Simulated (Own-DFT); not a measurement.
# Which way do the neighbours of a vacancy move? hexagonal WC, 63 atoms (C32W31), with one W vacancy

These are calculations, not measurements. The program, named Own-DFT, is a retired in-house plane-wave density functional code that no person has reviewed. Each row is one single-point run on a periodic cell that was not relaxed, without spin or spin-orbit coupling.

Settings of every run: PBE; PseudoDojo norm-conserving scalar-relativistic files; cutoff 50 hartree; 4 x 4 x 4 k mesh centred on Gamma; cold (Marzari-Vanderbilt) smearing of 0.2 eV.

Known limits: forces on such cells moved up to 12 meV/angstrom on a denser k mesh; stress not checked against mesh or cutoff.

Cell vectors in Å: (5.833, -5.052, -2.839); (0.000, -5.052, 8.518); (-5.833, -5.052, -2.839). Every atom was also moved at random, by a Gaussian of width 0.03 Å on each axis. The defect's site can differ from row to row. The empty site has 6 nearest neighbours, all C. For each, d is its distance from the empty site and R the part of its force along the line away from it, positive outwards. The last column is the rms force component on atoms over 4.5 Å away.

| run | d1 (Å) | d2 (Å) | d3 (Å) | d4 (Å) | d5 (Å) | d6 (Å) | R1 (eV/Å) | R2 (eV/Å) | R3 (eV/Å) | R4 (eV/Å) | R5 (eV/Å) | R6 (eV/Å) | far F (eV/Å) |
|---|---|---|---|---|---|---|---|---|---|---|---|---|---|
| 1 | 2.174 | 2.196 | 2.209 | 2.212 | 2.227 | 2.255 | 1.50 | 1.63 | 1.18 | 1.28 | 1.04 | 0.80 | 0.62 |
| 2 | 2.177 | 2.178 | 2.184 | 2.195 | 2.210 | 2.210 | 1.30 | 1.53 | 1.70 | 1.55 | 1.23 | 1.47 | 0.70 |
| 3 | 2.181 | 2.216 | 2.231 | 2.233 | 2.237 | 2.239 | 1.84 | 0.79 | 1.05 | 0.94 | 0.95 | 0.47 | 0.81 |
| 4 | 2.180 | 2.194 | 2.213 | 2.241 | 2.246 | 2.255 | 1.48 | 1.43 | 1.39 | 0.83 | 0.70 | 0.96 | 0.77 |
| 5 | 2.173 | 2.190 | 2.204 | 2.235 | 2.235 | 2.241 | 1.21 | 1.67 | 1.21 | 0.88 | 1.14 | 1.35 | 0.75 |
| 6 | 2.156 | 2.163 | 2.208 | 2.222 | 2.237 | 2.251 | 1.41 | 1.73 | 1.43 | 1.35 | 1.49 | 0.97 | 0.84 |
| 7 | 2.155 | 2.199 | 2.215 | 2.226 | 2.233 | 2.234 | 1.30 | 1.38 | 1.41 | 0.74 | 0.64 | 1.01 | 0.72 |
| 8 | 2.178 | 2.203 | 2.223 | 2.239 | 2.239 | 2.281 | 1.51 | 1.18 | 1.07 | 0.91 | 0.76 | 0.53 | 0.87 |
| 9 | 2.157 | 2.171 | 2.183 | 2.197 | 2.204 | 2.253 | ? | ? | ? | ? | ? | ? | ? |

## Worked fit

A straight line through the 48 neighbours shown gives R = 1.19 - 8.7 (d - 2.213) eV/Å, with a scatter of 0.23 left by the moves of the other atoms. The slope, with an error of 1.1, is the pull back towards the neighbour's own site. The constant, 1.19 ± 0.03 eV/Å, is the force at the mean distance: with one bond gone, the neighbours are pushed outwards, away from the empty site. It shows how a relaxation would start, not where it would end, and it depends somewhat on the width of the random moves.

## Withheld run

Question: what mean R should the neighbours of run 9 feel? Their mean d is 2.194 Å.

The line gives 1.36 ± 0.10 eV/Å, by the scatter of the means of the runs shown. The calculation gave R = 1.92, 1.61, 1.70, 1.72, 1.12, 0.57, a mean of 1.44 eV/Å.
